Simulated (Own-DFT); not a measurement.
## Calculated data, GaP (zincblende, atoms displaced), SiC (4H silicon carbide, atoms displaced), GaN (wurtzite, strained, atoms displaced)

Computed with Own-DFT development build. A calculation, not a measurement: plane-wave PBE density functional theory by an unreviewed code, no spin, of a simulated periodic cell, stress positive in tension, free energy of the whole cell less one offset for each atom, forces on such cells passed a denser k mesh, this cell's mesh not checked; offsets are fitted by least squares, one for each functional and potential file, so energies compare only between cells with the same atoms and settings and are not formation energies; the far tail of each file's local potential was reset to the Coulomb form; each entry is a single point on an unrelaxed cell, so the pressure reflects the starting lattice, mostly measured values (interpolated for alloys), from which strain is counted, and rises with the displacements; printed positions are rounded, which can move forces by about a meV/angstrom; the program, named Own-DFT, is a retired in-house code; no spin-orbit coupling.

Common to all runs: functional PBE.

(1) GaP (zincblende, atoms displaced)

```
cell vectors (Å)
  10.9010     0.0000     0.0000
   0.0000    10.9010     0.0000
   0.0000     0.0000    10.9010
atoms (fractions of the cell vectors)
Ga  0.99337  0.00943  0.00616
Ga  0.98193  0.24552  0.25684
Ga  0.25999  0.00560  0.26801
Ga  0.24592  0.24904  0.00893
P   0.12619  0.11489  0.11374
P   0.13349  0.37047  0.37110
P   0.39218  0.13161  0.37162
P   0.38009  0.37055  0.14275
Ga  0.99041  0.99269  0.52496
Ga  0.99796  0.26708  0.74168
Ga  0.25816  0.01027  0.73972
Ga  0.25111  0.24543  0.50266
P   0.13269  0.13170  0.62847
P   0.11138  0.39718  0.87995
P   0.37310  0.12591  0.88240
P   0.37109  0.36354  0.61795
Ga  0.02020  0.51476  0.02147
Ga  0.98640  0.74138  0.24658
Ga  0.24187  0.49818  0.23684
Ga  0.24469  0.74325  0.98059
P   0.10988  0.61299  0.13181
P   0.10726  0.87589  0.38361
P   0.37497  0.61396  0.37347
P   0.37508  0.87261  0.11901
Ga  0.02071  0.49713  0.50294
Ga  0.00751  0.75054  0.75972
Ga  0.23744  0.50014  0.74256
Ga  0.24772  0.74048  0.49883
P   0.12658  0.62417  0.63781
P   0.14126  0.87672  0.88323
P   0.38796  0.62156  0.87242
P   0.36235  0.86863  0.62525
Ga  0.50527  0.02314  0.00563
Ga  0.50379  0.25828  0.24103
Ga  0.74872  0.99498  0.25249
Ga  0.73929  0.23894  0.00347
P   0.62839  0.12672  0.13031
P   0.64044  0.37593  0.37827
P   0.87498  0.11928  0.38105
P   0.86586  0.37276  0.12966
Ga  0.50952  0.00069  0.49661
Ga  0.50499  0.26143  0.75106
Ga  0.75560  0.00690  0.74531
Ga  0.74001  0.24464  0.50188
P   0.62837  0.12614  0.63069
P   0.62236  0.38911  0.87518
P   0.87140  0.11486  0.87069
P   0.88362  0.38028  0.61537
Ga  0.51590  0.50543  0.00361
Ga  0.50526  0.73970  0.25426
Ga  0.74162  0.49209  0.24339
Ga  0.74778  0.75842  0.99561
P   0.62203  0.61730  0.12658
P   0.63699  0.87763  0.38678
P   0.86750  0.61336  0.36835
P   0.89442  0.88174  0.11523
Ga  0.52620  0.50691  0.50043
Ga  0.49807  0.76322  0.73588
Ga  0.74910  0.50177  0.75343
Ga  0.73628  0.74938  0.48912
P   0.61336  0.61347  0.63473
P   0.62154  0.88312  0.88277
P   0.87191  0.62889  0.86920
P   0.86891  0.87112  0.63024
```

* potential files: PseudoDojo norm-conserving, scalar-relativistic, standard set
* wave cutoff: 42 hartree
* occupations: Fermi-Dirac
* smearing width: 0.1 eV
* hardware: one NVIDIA H100
* k mesh: 3 x 3 x 3 centred on Gamma
* free energy of cell above offsets: -25.532 eV
* pressure: 4.95 GPa
* stress xx: -4.39 GPa
* stress yy: -5.26 GPa
* stress zz: -5.2 GPa
* stress yz: 0.17 GPa
* stress xz: -1.62 GPa
* stress xy: 0.08 GPa
* wall time: 598.4 s

Force:
| element | x (eV/Å) | y (eV/Å) | z (eV/Å) |
| --- | --- | --- | --- |
| Ga | 1.387 | 0.064 | -2.378 |
| Ga | 1.531 | 0.26 | -0.76 |
| Ga | -0.898 | -1.338 | -1.342 |
| Ga | 0.117 | 1.006 | -0.796 |
| P | 0.254 | 1.288 | 2.732 |
| P | -0.74 | -0.405 | -0.046 |
| P | -0.555 | -0.098 | 0.84 |
| P | -1.359 | 1.654 | -3.296 |
| Ga | 1.029 | 1.115 | -1.347 |
| Ga | 0.37 | -1.1 | 1.528 |
| Ga | -0.024 | -0.637 | 1.526 |
| Ga | 0.427 | -0.177 | -1.429 |
| P | -1.663 | -0.341 | 0.043 |
| P | 1.182 | -2.055 | -0.096 |
| P | 0.354 | 1.177 | -1.013 |
| P | 0.904 | 1.905 | 0.743 |
| Ga | -6.811 | -5.204 | -5.937 |
| Ga | 0.346 | 0.829 | 0.928 |
| Ga | 1.09 | -0.38 | 1.555 |
| Ga | 1.964 | -1.414 | 2.173 |
| P | 5.285 | 6.415 | 4.31 |
| P | 1.228 | -0.408 | -0.326 |
| P | 0.131 | 0.262 | 0.272 |
| P | 0.224 | 0.048 | 0.92 |
| Ga | -0.792 | 0.41 | -0.782 |
| Ga | -0.361 | 0.892 | 0.066 |
| Ga | 2.726 | -1.363 | 1.463 |
| Ga | -0.541 | 0.227 | -0.59 |
| P | -0.824 | 1.372 | -1.988 |
| P | -2.446 | 1.934 | -1.9 |
| P | -1.009 | -0.062 | -0.462 |
| P | 0.923 | 1.184 | -1.441 |
| Ga | -1.043 | -2.259 | -0.268 |
| Ga | 1.734 | -0.943 | 2.226 |
| Ga | 1.337 | 0.108 | -0.41 |
| Ga | 1.473 | 1.462 | -1.343 |
| P | -0.145 | -0.25 | 1.163 |
| P | -1.784 | -0.47 | -0.296 |
| P | -0.611 | -0.483 | 0.775 |
| P | 0.918 | -0.358 | -1.336 |
| Ga | -1.102 | 0.075 | 0.932 |
| Ga | -0.995 | -0.715 | 0.279 |
| Ga | -0.948 | -1.546 | 0.437 |
| Ga | 1.827 | 0.071 | -0.022 |
| P | -0.963 | 0.127 | 0.08 |
| P | 0.942 | -2.102 | 0.147 |
| P | 0.881 | 2.296 | 0.449 |
| P | -1.872 | 0.059 | -0.05 |
| Ga | -2.74 | -0.74 | -0.32 |
| Ga | -0.949 | 1.24 | -0.194 |
| Ga | 0.819 | 0.54 | 0.131 |
| Ga | 0.544 | -0.471 | 0.349 |
| P | 1.665 | 1.988 | 0.646 |
| P | -2.296 | 0.662 | -2.589 |
| P | 0.301 | 0.497 | 0.951 |
| P | -3.14 | -1.905 | 1.707 |
| Ga | -3.101 | -2.162 | -1.818 |
| Ga | 0.421 | -0.634 | 1.961 |
| Ga | 1.169 | -0.22 | -0.61 |
| Ga | 2.435 | -2.644 | 2.397 |
| P | 1.958 | 2.815 | 0.743 |
| P | -0.249 | 0.479 | -1.268 |
| P | 0.482 | -0.081 | 1.506 |
| P | -0.419 | -1.498 | 0.477 |

(2) SiC (4H silicon carbide, atoms displaced)

```
cell vectors (Å)
   6.1654     0.0000     0.0000
  -3.0827     5.3394     0.0000
   0.0000     0.0000    10.0681
atoms (fractions of the cell vectors)
Si  0.99827  0.98408  0.40249
Si  0.17454  0.34599  0.16305
C   0.99332  0.96069  0.07536
C   0.18181  0.34167  0.34178
Si  0.98174  0.49200  0.40313
Si  0.21412  0.85450  0.16701
C   0.98286  0.50811  0.10118
C   0.16985  0.86047  0.34489
Si  0.52101  0.99852  0.39217
Si  0.67355  0.36485  0.15618
C   0.48790  0.00270  0.10625
C   0.67913  0.35092  0.32860
Si  0.51231  0.51837  0.41170
Si  0.64980  0.80389  0.14944
C   0.48717  0.47910  0.10048
C   0.68690  0.86749  0.33666
Si  0.01773  0.00805  0.91733
Si  0.79424  0.66361  0.65581
C   0.97596  0.98440  0.59192
C   0.82201  0.68032  0.85562
Si  0.99648  0.49168  0.89648
Si  0.84158  0.17191  0.65869
C   0.01334  0.49030  0.57865
C   0.79469  0.12518  0.83896
Si  0.48688  0.00296  0.89079
Si  0.33095  0.67414  0.66691
C   0.52629  0.01553  0.60752
C   0.33985  0.64863  0.85013
Si  0.50716  0.48622  0.88891
Si  0.31316  0.13207  0.65720
C   0.48704  0.49723  0.60728
C   0.30556  0.16129  0.81130
```

- potential files: PseudoDojo norm-conserving, scalar-relativistic, standard set
- wave cutoff: 42 hartree
- occupations: Fermi-Dirac
- smearing width: 0.1 eV
- hardware: one NVIDIA H100
- k mesh: 5 x 5 x 3 centred on Gamma
- free energy of cell above offsets: 7.125 eV
- pressure: 12.6 GPa
- stress xx: -16.18 GPa
- stress yy: -3.49 GPa
- stress zz: -18.14 GPa
- stress yz: 0.64 GPa
- stress xz: 3.19 GPa
- stress xy: -3.86 GPa
- wall time: 119.2 s

Force:
| element | x (eV/Å) | y (eV/Å) | z (eV/Å) |
| --- | --- | --- | --- |
| Si | -2.059 | 4.394 | 1.753 |
| Si | -2.411 | -2.394 | -1.748 |
| C | -0.342 | 1.926 | 9.018 |
| C | -0.962 | -0.119 | 1.818 |
| Si | 2.987 | 1.621 | -1.305 |
| Si | -9.593 | -5.075 | -0.255 |
| C | 4.662 | 0.634 | -1.95 |
| C | 4.668 | -3.291 | -0.007 |
| Si | -4.964 | 3.16 | 3.211 |
| Si | 1.643 | -3.836 | -0.788 |
| C | 7.41 | 3.901 | -5.117 |
| C | -1.479 | -0.923 | 4.688 |
| Si | -0.5 | -1.063 | -0.305 |
| Si | 0.865 | 3.698 | -0.721 |
| C | -1.893 | 1.242 | -3.531 |
| C | 2.355 | -4.491 | -1.167 |
| Si | -2.682 | -0.273 | -6.776 |
| Si | 4.675 | 0.63 | 1.42 |
| C | 1.637 | 0.288 | -0.808 |
| C | 3.85 | -0.932 | -3.271 |
| Si | -1.201 | -0.354 | 2.439 |
| Si | 0.797 | 0.506 | -0.618 |
| C | -1.91 | 1.186 | 3.919 |
| C | 3.466 | 4.315 | 1.054 |
| Si | -1.179 | -1.994 | 2.832 |
| Si | 0.29 | -0.653 | -2.425 |
| C | -2.759 | -2.206 | -3.218 |
| C | -3.167 | 1.155 | -0.503 |
| Si | -1.859 | -0.865 | 2.782 |
| Si | -0.031 | 1.316 | -10.24 |
| C | -1.498 | -1.969 | -3.033 |
| C | 1.183 | 0.47 | 12.85 |

(3) GaN (wurtzite, strained, atoms displaced)

```
cell vectors (Å)
  12.7560     0.0000     0.0000
  -4.7835     8.2853     0.0000
   0.0000     0.0000    10.6552
atoms (fractions of the cell vectors)
Ga  0.08222  0.21916  0.00331
Ga  0.16731  0.10750  0.24990
N   0.08501  0.22849  0.19449
N   0.16580  0.10335  0.44392
Ga  0.07919  0.21088  0.49822
Ga  0.16708  0.11242  0.75823
N   0.08118  0.21493  0.69263
N   0.17397  0.11963  0.92868
Ga  0.08152  0.55232  0.99589
Ga  0.16557  0.43330  0.25496
N   0.08631  0.56505  0.18461
N   0.16918  0.44537  0.43260
Ga  0.08266  0.55156  0.49865
Ga  0.17317  0.45665  0.74673
N   0.08191  0.55574  0.68946
N   0.16070  0.43897  0.93957
Ga  0.09032  0.89139  0.99565
Ga  0.16825  0.77316  0.24797
N   0.08622  0.89264  0.19130
N   0.17483  0.78762  0.44254
Ga  0.08249  0.89281  0.49828
Ga  0.17075  0.77814  0.75463
N   0.08270  0.88883  0.68792
N   0.16995  0.77155  0.93799
Ga  0.33684  0.22586  0.00328
Ga  0.41544  0.10450  0.25480
N   0.33546  0.22237  0.19391
N   0.42017  0.10736  0.44277
Ga  0.33295  0.22904  0.48911
Ga  0.41891  0.11081  0.74975
N   0.33690  0.22119  0.67926
N   0.41435  0.10089  0.93675
Ga  0.33503  0.55410  0.00491
Ga  0.42623  0.44980  0.24842
N   0.32549  0.55475  0.18148
N   0.41592  0.44733  0.42949
Ga  0.32547  0.54962  0.49782
Ga  0.41530  0.43932  0.74982
N   0.33173  0.54745  0.68906
N   0.41979  0.44417  0.93746
Ga  0.32934  0.89489  0.00531
Ga  0.41857  0.78091  0.25010
N   0.33468  0.88595  0.18289
N   0.41668  0.77174  0.43507
Ga  0.33785  0.88559  0.49460
Ga  0.40893  0.77889  0.74728
N   0.33377  0.89302  0.68611
N   0.41640  0.77530  0.94402
Ga  0.58192  0.20954  0.99236
Ga  0.67012  0.11287  0.24839
N   0.58500  0.21672  0.18947
N   0.65409  0.09977  0.44052
Ga  0.58282  0.21909  0.50657
Ga  0.66698  0.11127  0.75731
N   0.58128  0.21790  0.68642
N   0.66583  0.11831  0.94481
Ga  0.58144  0.56045  0.00220
Ga  0.67155  0.44408  0.24971
N   0.58204  0.55655  0.18555
N   0.66553  0.45411  0.44026
Ga  0.58262  0.56464  0.50083
Ga  0.65863  0.42948  0.74735
N   0.57626  0.55782  0.68392
N   0.66527  0.44053  0.94204
Ga  0.57958  0.88646  0.99169
Ga  0.66595  0.78266  0.25557
N   0.58688  0.88980  0.18976
N   0.66601  0.76963  0.44039
Ga  0.59101  0.89147  0.50614
Ga  0.67039  0.78957  0.74636
N   0.56933  0.87815  0.68778
N   0.66089  0.77058  0.92916
Ga  0.83252  0.21415  0.99542
Ga  0.92175  0.11872  0.26163
N   0.83128  0.22259  0.18517
N   0.91535  0.10828  0.43124
Ga  0.83730  0.23064  0.49807
Ga  0.92548  0.11740  0.75066
N   0.83083  0.21500  0.69012
N   0.92093  0.11710  0.93969
Ga  0.83016  0.56175  0.99619
Ga  0.91323  0.44056  0.25470
N   0.83325  0.55160  0.19341
N   0.91981  0.45477  0.44059
Ga  0.83168  0.55198  0.49690
Ga  0.92288  0.44593  0.75477
N   0.82973  0.54558  0.68414
N   0.91447  0.44793  0.93196
Ga  0.83268  0.88145  0.00091
Ga  0.91465  0.77822  0.24986
N   0.83811  0.89254  0.18733
N   0.90978  0.77411  0.44800
Ga  0.83213  0.89373  0.49726
Ga  0.91346  0.77761  0.75835
N   0.83956  0.88743  0.68573
N   0.91512  0.76911  0.93392
```

- potential files: PseudoDojo norm-conserving, scalar-relativistic, standard set with the stringent files for Ga
- wave cutoff: 96 hartree
- occupations: Gaussian
- smearing width: 0.01 eV
- k mesh: 3 x 4 x 3 centred on Gamma
- free energy of cell above offsets: -5.097 eV
- pressure: 1.93 GPa
- stress xx: -4.58 GPa
- stress yy: -4.42 GPa
- stress zz: 3.22 GPa
- stress yz: 0.44 GPa
- stress xz: 0.35 GPa
- stress xy: -0.53 GPa

Force:
| element | x (eV/Å) | y (eV/Å) | z (eV/Å) |
| --- | --- | --- | --- |
| Ga | 0.368 | 0.74 | 0.125 |
| Ga | -0.129 | 0.709 | 0.589 |
| N | 0.412 | -2.237 | -1.085 |
| N | -0.696 | 1.594 | -1.686 |
| Ga | 0.491 | 0.948 | 1.045 |
| Ga | 0.875 | -0.357 | -3.162 |
| N | 0.778 | 1.792 | -1.524 |
| N | -0.348 | -0.824 | 3.195 |
| Ga | -0.265 | -0.359 | 1.025 |
| Ga | -0.503 | 2.87 | -1.087 |
| N | -0.22 | -2.307 | 0.29 |
| N | -1.364 | -1.44 | 1.097 |
| Ga | 0.372 | 1.598 | 0.438 |
| Ga | -0.624 | -1.941 | 1.1 |
| N | 0.902 | 0.239 | -0.806 |
| N | 1.068 | 0.354 | -0.619 |
| Ga | -0.507 | -0.227 | 0.453 |
| Ga | -0.198 | 0.931 | 0.985 |
| N | -0.14 | -0.73 | -1.066 |
| N | -1.01 | -1.552 | -0.996 |
| Ga | 0.398 | -1.964 | 1.345 |
| Ga | -1.086 | 0.523 | -1.08 |
| N | 0.137 | -0.185 | 0.787 |
| N | -0.977 | 0.727 | -0.155 |
| Ga | 0.452 | -0.097 | 0.058 |
| Ga | 0.692 | 0.552 | -0.013 |
| N | -0.047 | -0.127 | -0.73 |
| N | -1.004 | 0.58 | -0.871 |
| Ga | 1.307 | -0.762 | 1.296 |
| Ga | -1.1 | -0.137 | -0.265 |
| N | -0.61 | -0.002 | 0.727 |
| N | -0.418 | 1.613 | -0.367 |
| Ga | -0.818 | -0.217 | -0.97 |
| Ga | -2.076 | -0.443 | -0.03 |
| N | 1.538 | 0.037 | 1.5 |
| N | -0.077 | 0.2 | 0.606 |
| Ga | 1.699 | 0.841 | 0.459 |
| Ga | 0.123 | -0.04 | 0.014 |
| N | -0.254 | 1.11 | -0.837 |
| N | -0.669 | -0.314 | 0.006 |
| Ga | 1.574 | -1.553 | -0.385 |
| Ga | 0.298 | -0.812 | -0.269 |
| N | -0.479 | 0.556 | 1.115 |
| N | 0.449 | 0.164 | 0.293 |
| Ga | -0.235 | 0.406 | 0.959 |
| Ga | 0.56 | -1.076 | 1.096 |
| N | -0.043 | -0.568 | -0.209 |
| N | -1.103 | 0.169 | -1.182 |
| Ga | -2.727 | 2.47 | 2.406 |
| Ga | -0.685 | -0.639 | 0.551 |
| N | -0.861 | 0.43 | -0.49 |
| N | 2.092 | 1.741 | -0.6 |
| Ga | -0.473 | 0.977 | -1.074 |
| Ga | -0.119 | -0.426 | -0.914 |
| N | 0.562 | -0.702 | 0.696 |
| N | 2.796 | -2.313 | -1.896 |
| Ga | 0.9 | -0.959 | -0.337 |
| Ga | -1.393 | -0.631 | 0.392 |
| N | 1.439 | 0.885 | 0.051 |
| N | 0.571 | -1.539 | -0.509 |
| Ga | 0.062 | -2.343 | 0.762 |
| Ga | 0.104 | 2.611 | 0.382 |
| N | 1.333 | 0.144 | 0.469 |
| N | -0.825 | -0.141 | -0.72 |
| Ga | 0.678 | 0.033 | 1.262 |
| Ga | 0.818 | -0.541 | -0.657 |
| N | -0.483 | 0.018 | -0.779 |
| N | -0.462 | 2.604 | -0.707 |
| Ga | -1.308 | -1.214 | -0.399 |
| Ga | 0.113 | -1.479 | -0.24 |
| N | 1.682 | 1.7 | 0.284 |
| N | 0.746 | 1.546 | 0.758 |
| Ga | -0.417 | 1.718 | 0.886 |
| Ga | -0.62 | -0.588 | -3.48 |
| N | 1.22 | 0.036 | 0.402 |
| N | -0.487 | 0.774 | 2.305 |
| Ga | -0.936 | -0.998 | 0.774 |
| Ga | -1.414 | -1.201 | 0.383 |
| N | 0.357 | 0.414 | -0.421 |
| N | 0.086 | -1.743 | -0.408 |
| Ga | 0.896 | -2.234 | 0.971 |
| Ga | 0.982 | 0.803 | -1.048 |
| N | 0.013 | 1.052 | -1.074 |
| N | 0.576 | -1.53 | -0.777 |
| Ga | -1.19 | 0.696 | 1.473 |
| Ga | -1.694 | -0.39 | -0.95 |
| N | -0.077 | 0.352 | 0.725 |
| N | 0.258 | -0.598 | 1.371 |
| Ga | -0.678 | 0.735 | -0.115 |
| Ga | 0.646 | -0.319 | 0.841 |
| N | -0.798 | 0.072 | 0.14 |
| N | 0.942 | 0.926 | -1.754 |
| Ga | 0.674 | -1.201 | 1.018 |
| Ga | 1.233 | -1.068 | -2.46 |
| N | -1.742 | 0.948 | 0.058 |
| N | 0.113 | 2.131 | 1.237 |

(4) GaP (zincblende, atoms displaced)

```
cell vectors (Å)
  10.9010     0.0000     0.0000
   0.0000    10.9010     0.0000
   0.0000     0.0000    10.9010
atoms (fractions of the cell vectors)
Ga  0.00236  0.98824  0.99913
Ga  0.00838  0.25111  0.25824
Ga  0.25108  0.99330  0.25160
Ga  0.25639  0.24811  0.01038
P   0.13023  0.13309  0.10477
P   0.12225  0.39029  0.37825
P   0.36734  0.12576  0.38495
P   0.37363  0.38236  0.12014
Ga  0.99571  0.98174  0.51498
Ga  0.00007  0.24708  0.75316
Ga  0.24480  0.99100  0.74409
Ga  0.24712  0.25248  0.50396
P   0.13352  0.12911  0.62135
P   0.10646  0.36141  0.87068
P   0.37000  0.11171  0.86790
P   0.37018  0.38846  0.62360
Ga  0.99518  0.49156  0.98641
Ga  0.00588  0.73718  0.24985
Ga  0.25441  0.49737  0.24376
Ga  0.24826  0.73860  0.00459
P   0.13473  0.62045  0.12975
P   0.12523  0.86610  0.36926
P   0.37895  0.61832  0.37118
P   0.36988  0.86253  0.12256
Ga  0.99506  0.49675  0.49363
Ga  0.00222  0.74873  0.75532
Ga  0.24302  0.51414  0.74326
Ga  0.26055  0.74690  0.47650
P   0.12809  0.61710  0.64203
P   0.12011  0.88471  0.86892
P   0.38590  0.61764  0.85399
P   0.37182  0.87781  0.61444
Ga  0.51361  0.99607  0.98999
Ga  0.50117  0.24269  0.23056
Ga  0.74911  0.99274  0.25807
Ga  0.73848  0.24604  0.00557
P   0.62895  0.12323  0.12003
P   0.61912  0.37286  0.37362
P   0.86876  0.12261  0.37251
P   0.88274  0.36674  0.13771
Ga  0.50018  0.01127  0.49996
Ga  0.49286  0.24343  0.73641
Ga  0.75613  0.99677  0.74170
Ga  0.73135  0.25377  0.49750
P   0.63069  0.13018  0.63185
P   0.63595  0.38436  0.89112
P   0.86993  0.12479  0.87283
P   0.87256  0.38122  0.61005
Ga  0.50216  0.50313  0.97959
Ga  0.52155  0.74811  0.23554
Ga  0.73943  0.50100  0.25599
Ga  0.74352  0.74675  0.99892
P   0.63167  0.62387  0.11421
P   0.63042  0.87488  0.36654
P   0.87494  0.63415  0.38712
P   0.86127  0.86898  0.12278
Ga  0.50663  0.48643  0.48662
Ga  0.49791  0.75530  0.74347
Ga  0.75141  0.51077  0.76030
Ga  0.75613  0.74119  0.50928
P   0.64347  0.63053  0.60981
P   0.62122  0.88078  0.87336
P   0.87298  0.60778  0.85414
P   0.86694  0.87120  0.62396
```

- potential files: PseudoDojo norm-conserving, scalar-relativistic, standard set
- wave cutoff: 42 hartree
- occupations: Fermi-Dirac
- smearing width: 0.1 eV
- k mesh: 3 x 3 x 3 centred on Gamma
- free energy of cell above offsets: -25.720 eV
- pressure: 5.15 GPa
- stress xx: -5.55 GPa
- stress yy: -5.28 GPa
- stress zz: -4.6 GPa
- stress yz: -0.1 GPa
- stress xz: 1.04 GPa
- stress xy: -0.44 GPa

Force:
| element | x (eV/Å) | y (eV/Å) | z (eV/Å) |
| --- | --- | --- | --- |
| Ga | -1.344 | 1.339 | 0.555 |
| Ga | 0.137 | -0.76 | -0.176 |
| Ga | -0.144 | 0.73 | -0.672 |
| Ga | 0.757 | 0.935 | -2.716 |
| P | -1.656 | -2.246 | 3.191 |
| P | 1.373 | -1.677 | -0.741 |
| P | 0.555 | 0.368 | -1.892 |
| P | 1.177 | -0.365 | -0.584 |
| Ga | 1.153 | 1.918 | -1.8 |
| Ga | -1.625 | -0.966 | -2.282 |
| Ga | 0.529 | 0.767 | -0.604 |
| Ga | 0.238 | 1.36 | -0.586 |
| P | -1.746 | -1.179 | 0.734 |
| P | 3.571 | 1.639 | 1.148 |
| P | 0.693 | 1.075 | 0.597 |
| P | 0.564 | -1.042 | -0.066 |
| Ga | -0.208 | 0.123 | 1.603 |
| Ga | -1.061 | 0.708 | -0.288 |
| Ga | -0.005 | -0.003 | 1.207 |
| Ga | 0.516 | 0.609 | -1.698 |
| P | -1.801 | -0.695 | -1.392 |
| P | -0.72 | 0.718 | 0.49 |
| P | 1.449 | -0.173 | -1.066 |
| P | 1.468 | 1.074 | 0.031 |
| Ga | 0.167 | 1.328 | 1.189 |
| Ga | -0.332 | -0.022 | -0.433 |
| Ga | 1.962 | -3.75 | 2.711 |
| Ga | -0.65 | -0.005 | 1.93 |
| P | -2.907 | 3.298 | -4.548 |
| P | 0.555 | -2.19 | 0.6 |
| P | -1.21 | 1.071 | 1.351 |
| P | 0.291 | -0.53 | -0.014 |
| Ga | -2.515 | 1.067 | 1.542 |
| Ga | -0.998 | 0.531 | 1.471 |
| Ga | 0.804 | 1.177 | -1.313 |
| Ga | 2.389 | 0.782 | -0.308 |
| P | -0.58 | -1.644 | 0.785 |
| P | 0.214 | -1.321 | -2.228 |
| P | 0.811 | 0.058 | 0.998 |
| P | -1.381 | 1.055 | -1 |
| Ga | 0.617 | -0.777 | 0.074 |
| Ga | -0.561 | 1.021 | 1.485 |
| Ga | -0.552 | 0.645 | 1.325 |
| Ga | 2.134 | -0.296 | 0.096 |
| P | -0.39 | -0.808 | -0.85 |
| P | -0.333 | -1.373 | -2.431 |
| P | 0.104 | -0.397 | 0.412 |
| P | -0.87 | -1.318 | 1.711 |
| Ga | -0.627 | 0.262 | 1.844 |
| Ga | -1.841 | 0.25 | 0.787 |
| Ga | 1.652 | -0.002 | -0.329 |
| Ga | 1.064 | 0.264 | -1.743 |
| P | -0.799 | -1.476 | 0.375 |
| P | -1.153 | -0.742 | 2.128 |
| P | 0.51 | -1.222 | -2.033 |
| P | 1.902 | -0.024 | 0.231 |
| Ga | -1.37 | 2.15 | 1.888 |
| Ga | 0.773 | 0.218 | -1.02 |
| Ga | -3.281 | -3.538 | -4.112 |
| Ga | 0.793 | 3.098 | -2.474 |
| P | -4.109 | -2.809 | 3.056 |
| P | 1.627 | -1.886 | -1.649 |
| P | 3.419 | 4.525 | 4.424 |
| P | 0.804 | -0.927 | 1.081 |
